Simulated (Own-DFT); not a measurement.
# Computed records: InGa3P4 (zincblende random alloy, strained, atoms displaced), In3GaP4 (zincblende random alloy, strained, atoms displaced), Al3GaAs4 (zincblende random alloy, atoms displaced)

A calculation, not a measurement: plane-wave PBE density functional theory by an unreviewed code, no spin, of a simulated periodic cell, stress positive in tension, free energy of the whole cell less one offset for each atom, forces on such cells passed a denser k mesh, this cell's mesh not checked; offsets are fitted by least squares, one for each functional and potential file, so energies compare only between cells with the same atoms and settings and are not formation energies; the far tail of each file's local potential was reset to the Coulomb form; each entry is a single point on an unrelaxed cell, so the pressure reflects the starting lattice, mostly measured values, from which strain is counted, and rises with the displacements; printed positions are rounded, which can move forces by about a meV/angstrom; the program is a retired in-house code; no spin-orbit coupling; before rounding, a Quantum ESPRESSO 7.3.1 run of the same cell and cutoff gave forces within 1 meV/angstrom rms on each cell, which checks the program and not the settings. Program: Own-DFT development build.

Settings shared by all entries: functional PBE; potential files PseudoDojo norm-conserving, scalar-relativistic, standard set; wave cutoff 42 hartree; occupations Fermi-Dirac; smearing width 0.1 eV; k mesh 3 x 3 x 3 centred on Gamma.

(1) 
```xyz
64
Lattice="11.3066 0.0000 0.0000 0.0000 11.3066 0.0000 0.0000 0.0000 10.9332" Properties=species:S:1:pos:R:3:force_x:R:1:force_y:R:1:force_z:R:1 formula=InGa3P4 free_energy_of_cell_above_offsets=-30.867 pressure=2.35 stress_xx=-1.76 stress_yy=-1.69 stress_zz=-3.61 stress_yz=0.45 stress_xz=0.29 stress_xy=-1.08
Ga     0.0466     0.0323    10.9051     -0.286     -0.346      0.105
Ga     0.0521     2.8765     2.7631     -0.424     -0.219     -0.888
Ga     2.8003    11.2526     2.7446      0.204      0.888     -0.318
Ga     2.7557     2.9001     0.0362      0.349     -0.156      -0.39
P      1.3775     1.4187     1.2828      0.596      0.268      1.132
P      1.4056     4.2577     4.0967     -0.601      0.882     -0.262
P      4.3168     1.4252     4.1086     -1.417      0.019     -1.556
P      4.2696     4.2851     1.3131     -0.292     -0.184      0.679
Ga    11.2359    11.2480     5.4772       1.04      0.866     -0.817
Ga    11.2958     2.7524     8.1276      0.113      0.082      0.772
Ga     2.8868    11.2458     8.1491     -0.702      0.422       0.99
In     2.8364     2.8476     5.5328     -0.063      -0.36     -0.967
P      1.4764     1.3245     6.8205     -1.516     -0.683       0.64
P      1.4142     4.3196     9.5895     -2.253       -1.9      1.381
P      4.1906     1.4952     9.4966     -0.697     -0.188      0.162
P      4.2974     4.1942     6.8416      1.788       0.31      0.681
Ga    11.2852     5.7003     0.1034      0.221     -0.139     -0.559
Ga    11.2940     8.5588     2.6867      0.012     -0.218      0.489
Ga     2.7831     5.6809     2.7263      0.606     -0.519       0.19
Ga     2.8798     8.4066    10.9275      0.051      0.821      0.265
P      1.4500     7.0892     1.4350     -0.499      0.304     -0.505
P      1.4272     9.8936     4.1001     -0.174      -0.13      0.168
P      4.2864     7.0054     4.1152     -1.915     -1.378      1.626
P      4.2781    10.0190     1.3541     -2.259     -2.092      1.091
Ga    11.2521     5.6871     5.4803      0.506     -0.522      0.368
Ga     0.0187     8.4149     8.2256       0.22      0.514     -0.244
In     2.8460     5.5454     8.2639      0.799      1.315     -0.994
Ga     2.8354     8.4731     5.4479     -0.003     -0.109     -0.027
P      1.4568     7.0619     6.8133     -0.745       0.33     -0.335
P      1.4200     9.8797     9.6214      0.276     -0.331     -0.489
P      4.2970     7.0586     9.5702      0.631      0.322      0.618
P      4.2171     9.9010     6.8566     -0.348     -1.435       0.16
In     5.6456    11.2971    10.9139       0.33      0.959     -1.234
Ga     5.6155     2.8380     2.7990      0.089       -0.1     -0.947
Ga     8.3782    11.2950     2.7062      0.744       0.16      0.206
Ga     8.4462     2.7922     0.0587      0.357     -0.048     -0.146
P      7.0652     1.3715     1.3886      0.302      1.487       0.68
P      7.0363     4.1978     4.0465     -0.437     -0.214      1.435
P      9.9503     1.3600     3.9849     -0.511      0.317       0.76
P      9.8308     4.2898     1.3279      1.333     -1.319     -0.235
In     5.6454    11.3042     5.4902      0.526     -0.645     -0.463
Ga     5.6848     2.7448     8.2563      0.184      0.603     -0.507
In     8.4231    11.2253     8.1654       0.53      0.465      0.334
Ga     8.5383     2.8540     5.4119     -0.241     -0.537     -0.247
P      7.0552     1.4330     6.7905      0.711      1.577      0.404
P      7.0738     4.1846     9.6086     -0.636     -0.525      0.335
P      9.9020     1.3747     9.6536      0.151      0.808     -0.432
P      9.8213     4.2182     6.8714      1.428     -0.661     -1.113
Ga     5.7556     5.6569     0.0337     -0.644     -0.374     -0.671
In     5.6081     8.4004     2.8304      0.271      0.768     -2.139
In     8.5171     5.6828     2.7964     -0.928      -0.17     -0.717
Ga     8.4986     8.4297     0.0048      0.511      0.344      0.243
P      7.0638     7.0479     1.2818       0.39      0.437      0.045
P      7.0735     9.8538     4.0019       1.61      0.248      1.473
P      9.9041     7.0303     4.1455      1.124      1.759      0.482
P      9.9039    10.0174     1.4157     -0.146     -0.943     -0.748
Ga     5.6537     5.6157     5.5455      0.304     -0.158     -0.521
Ga     5.6089     8.4583     8.1637      0.386      0.138       0.43
In     8.4775     5.7147     8.2359     -0.839      -1.37     -0.115
Ga     8.4578     8.3806     5.4647      0.468      1.096     -0.304
P      7.0877     7.0714     6.8339     -1.494      0.758     -0.794
P      7.0941     9.7823     9.6277      -0.46      -1.05     -0.674
P      9.8756     7.0244     9.5396       1.85      1.725      1.822
P      9.9832     9.9177     6.7779     -0.482     -1.971      0.194
```

Units: free_energy_of_cell_above_offsets in eV; pressure, stress_xx, stress_yy, stress_zz, stress_yz, stress_xz, stress_xy in GPa; force_x, force_y, force_z in eV/Å.

(2) 
```xyz
64
Lattice="11.3066 0.0000 0.0000 0.0000 11.3066 0.0000 0.0000 0.0000 11.7278" Properties=species:S:1:pos:R:3:force_x:R:1:force_y:R:1:force_z:R:1 formula=In3GaP4 free_energy_of_cell_above_offsets=-29.050 pressure=6.03 stress_xx=-6.6 stress_yy=-6.61 stress_zz=-4.89 stress_yz=-0.55 stress_xz=0.85 stress_xy=0.57
In    11.2278    11.2723     0.0175      0.422      0.594      0.076
In     0.0396     2.7710     2.8878      -1.35      1.467      1.201
In     2.7953     0.0308     2.9497     -0.243     -0.811     -0.535
Ga     2.7966     2.7670     0.0781     -0.057      0.695     -0.326
P      1.3791     1.4627     1.5443      1.183     -0.835     -2.325
P      1.4107     4.2489     4.3735     -0.565      0.099      1.329
P      4.1305     1.3824     4.3751      2.076      0.207      0.073
P      4.2640     4.2900     1.5341     -1.378     -1.693     -0.785
In    11.2730     0.0137     5.8659      0.817      0.533     -0.646
In     0.0105     2.8644     8.7791      0.244     -0.264      1.368
Ga     2.8367     0.1021     8.8674     -0.178     -0.648     -0.368
In     2.8463     2.6959     5.8774     -0.553      1.439       0.06
P      1.3999     1.4515     7.3801      0.493     -1.467      0.469
P      1.3852     4.3067    10.3311      1.466     -1.319     -0.186
P      4.1634     1.4591    10.2713      0.361     -0.597       0.97
P      4.1396     4.2333     7.3785      1.261      -0.93     -0.875
In    11.3048     5.6774    11.7101      -0.04      0.434      0.468
In    11.2552     8.4510     2.9862      0.827       0.36     -0.136
In     2.8040     5.6420     2.8956      0.381      0.503      1.188
Ga     2.6991     8.4367    11.7126      0.544      0.459      0.255
P      1.3903     7.0519     1.5494      0.289      1.048     -1.515
P      1.4226     9.8784     4.3891      0.436     -0.562      1.118
P      4.2155     7.1350     4.4933     -0.699      0.471     -0.736
P      4.1746     9.9718     1.4174      0.615     -0.968     -0.928
Ga     0.0786     5.6225     5.9372     -0.449      0.134     -0.677
In    11.2617     8.4746     8.7696     -0.008      0.188      0.321
In     2.8707     5.6769     8.7429     -0.604        0.3      1.483
Ga     2.8790     8.5068     5.8887      -0.56      0.115     -0.114
P      1.4394     7.0544     7.3176     -0.331      0.567     -1.325
P      1.4029     9.9440    10.2957      0.976     -0.458     -0.553
P      4.2094     7.1539    10.2667      0.185      0.655      0.127
P      4.2658     9.8793     7.2860     -0.778     -0.247      1.395
Ga     5.7426    11.2505     0.0246     -1.189      0.388     -0.116
In     5.6631     2.7983     2.8492     -0.062     -0.333      0.998
In     8.4277    11.1787     2.9588      0.487      1.536     -0.326
In     8.4479     2.8256    11.6824      0.381      0.252       0.84
P      7.0623     1.3642     1.4293     -0.218     -0.758      -0.46
P      7.1089     4.1892     4.3631     -0.587      0.331      0.849
P      9.8355     1.4512     4.3870      0.359     -0.712     -0.481
P      9.9490     4.2729     1.4456     -0.807     -0.487       0.26
In     5.7053     0.0191     5.8828     -0.741     -0.027     -0.659
In     5.7061     2.7587     8.7285     -1.196       1.36      1.414
Ga     8.4614     0.0920     8.7677      -0.04     -0.717       0.43
In     8.5641     2.8098     5.9384     -0.915      0.217     -0.603
P      7.0475     1.4161     7.3615      1.596     -0.964     -0.261
P      7.0713     4.2679    10.3045     -0.819     -0.151     -0.587
P      9.8269     1.4022    10.2666      0.051     -0.511      -1.13
P      9.8998     4.1980     7.3802      0.756      1.614         -1
In     5.5661     5.5989     0.0663      0.348      0.994     -1.382
In     5.7427     8.4780     2.9412     -1.812     -0.097     -0.656
In     8.4230     5.6923     2.8837      0.639     -0.539      0.305
In     8.5128     8.4717     0.1040     -0.562      0.457     -1.055
P      7.0381     7.0623     1.4277     -0.357     -0.108     -0.015
P      7.0401     9.8814     4.3614     -0.452      0.352      0.983
P      9.8297     7.1419     4.3643      0.229     -1.644      1.713
P      9.8938     9.8785     1.5300      0.251      0.063     -0.173
In     5.5625     5.7158     5.9178      0.642     -1.017     -0.162
Ga     5.6872     8.4933     8.7781     -0.539      0.257      0.421
In     8.4615     5.6253     8.7727      0.021      0.184       0.39
In     8.4376     8.5865     5.8558      0.088     -0.941      0.567
P      7.0260     7.0768     7.4134     -0.161      0.926     -0.179
P      6.9907     9.9266    10.2765      0.577      0.126      -0.87
P      9.8216     7.0393    10.3115      0.321      0.498     -0.665
P      9.8782     9.9887     7.2751     -1.071      -0.02      1.739
```

Units: free_energy_of_cell_above_offsets in eV; pressure, stress_xx, stress_yy, stress_zz, stress_yz, stress_xz, stress_xy in GPa; force_x, force_y, force_z in eV/Å.

(3) 
```xyz
64
Lattice="11.3183 0.0000 0.0000 0.0000 11.3183 0.0000 0.0000 0.0000 11.3183" Properties=species:S:1:pos:R:3:force_x:R:1:force_y:R:1:force_z:R:1 formula=Al3GaAs4 free_energy_of_cell_above_offsets=-15.137 pressure=3.83 stress_xx=-3.82 stress_yy=-3.88 stress_zz=-3.77 stress_yz=0.99 stress_xz=-0.58 stress_xy=0.61
Ga    11.3168     0.0015     0.0623      0.334     -0.075      0.211
Ga    11.2689     2.8369     2.6619      0.006     -0.011      0.971
Al     2.7494     0.1056     2.8511      1.464     -1.773      -0.03
Al     2.8257     2.7581    11.1870      0.084      0.484      0.649
As     1.5236     1.4512     1.4842     -1.054      0.392     -1.671
As     1.3078     4.0686     4.3784     -0.099      1.537     -1.288
As     4.2952     1.2907     4.1924     -0.147       1.09       0.74
As     4.1169     4.2098     1.4795     -0.057     -0.109      -0.41
Al    11.2398     0.1222     5.6756      0.384     -0.825       0.33
Ga    11.2532     2.7595     8.4712      0.137      0.457      0.719
Al     2.7749    11.3175     8.4134      0.197      0.121      0.178
Ga     2.7568     2.7784     5.7291       2.09      0.613     -0.452
As     1.4270     1.5195     7.1301     -0.686     -1.461      0.071
As     1.3236     4.2111     9.9413      0.884      -0.66     -1.025
As     4.2096     1.3309     9.8254      0.382      0.057      0.447
As     4.3574     4.3160     7.2236     -0.396     -0.777     -2.074
Al     0.1226     5.6773    11.2488     -0.882      0.352      1.305
Al     0.0079     8.4619     2.7704      1.487     -0.171      1.183
Al     2.6760     5.7266     2.8942      0.101     -1.226      0.374
Al     2.6822     8.5471    11.2876      3.101     -0.019     -0.344
As     1.5279     7.1607     1.3222      -1.53     -1.143      1.204
As     1.4708    10.0370     4.2826     -0.952     -0.887      0.002
As     4.2673     6.9321     4.2085     -0.934      2.306     -0.543
As     4.3754     9.7897     1.4179     -2.007      1.596     -0.771
Al    11.2863     5.6812     5.6978     -0.259     -0.098     -0.607
Al     0.1277     8.6141     8.4731     -0.711     -1.577      0.135
Al     2.9018     5.5126     8.5128     -1.484       1.48      0.375
Ga     2.8673     8.5940     5.7609      -0.76     -1.397     -2.086
As     1.3867     7.1255     6.9402      0.622      -0.56       1.49
As     1.5159     9.9185     9.8884     -1.248      1.184     -0.007
As     4.2548     7.0529     9.8621     -0.604       0.04      0.844
As     4.1409     9.8760     7.0865      2.173      1.261       0.44
Ga     5.6969     0.1119     0.1104     -0.505     -1.459     -1.276
Al     5.6237     2.7442     2.7355      0.018      0.361      0.545
Al     8.3436    11.2341     2.7118       1.71      0.147      1.947
Al     8.4777     2.8736     0.0363      0.372      0.244     -0.306
As     7.1802     1.3595     1.4100     -0.699       1.69     -0.392
As     6.8967     4.2379     4.3105      0.413     -0.195      -0.44
As     9.9220     1.5302     4.2814     -1.239     -0.386     -0.944
As     9.8688     4.3267     1.4176      0.376      0.162     -0.226
Al     5.7633    11.2552     5.5519     -1.502      0.867      1.886
Al     5.5733     2.7244     8.3963      1.464      0.063      0.887
Al     8.4267     0.1232     8.6063       1.19     -1.129     -0.868
Al     8.4065     2.9295     5.6814      0.391     -0.408      -0.03
As     7.1353     1.3379     7.0804     -0.789      0.652     -0.747
As     7.1785     4.2601     9.8707     -2.172     -0.865      0.851
As     9.8920     1.4269     9.9629      0.185     -0.006      0.427
As     9.9467     4.2169     7.1227     -0.651      0.471     -0.473
Al     5.5634     5.6860     0.1732      0.592     -0.163     -0.911
Al     5.6886     8.5699     2.8381      0.375     -2.087       0.25
Al     8.5068     5.5863     3.0165      -0.87      0.086     -0.973
Ga     8.6097     8.5209    11.2554     -0.782      0.366      0.686
As     7.1516     7.0589     1.4102     -0.004      0.275      0.637
As     7.0233     9.9413     4.2376      1.096     -0.962     -0.702
As     9.8736     7.1325     4.1595      0.463     -0.375       0.97
As     9.9670     9.8862     1.6204     -0.816      0.657     -2.077
Al     5.5773     5.7739     5.6474      0.584     -1.109      0.932
Ga     5.6372     8.4467     8.4475     -0.168      0.433      0.248
Al     8.5268     5.5724     8.5402      0.296      1.292     -0.653
Al     8.4146     8.4998     5.5798      0.618     -0.054      0.609
As     7.0116     7.1035     7.0274      1.083     -0.469      0.191
As     7.0983     9.9225     9.7813     -0.571      -0.26      1.446
As     9.9267     7.0178    10.0096      0.683      0.512     -1.658
As     9.9302     9.8047     7.0884     -0.775       1.45     -0.193
```

Units: free_energy_of_cell_above_offsets in eV; pressure, stress_xx, stress_yy, stress_zz, stress_yz, stress_xz, stress_xy in GPa; force_x, force_y, force_z in eV/Å.
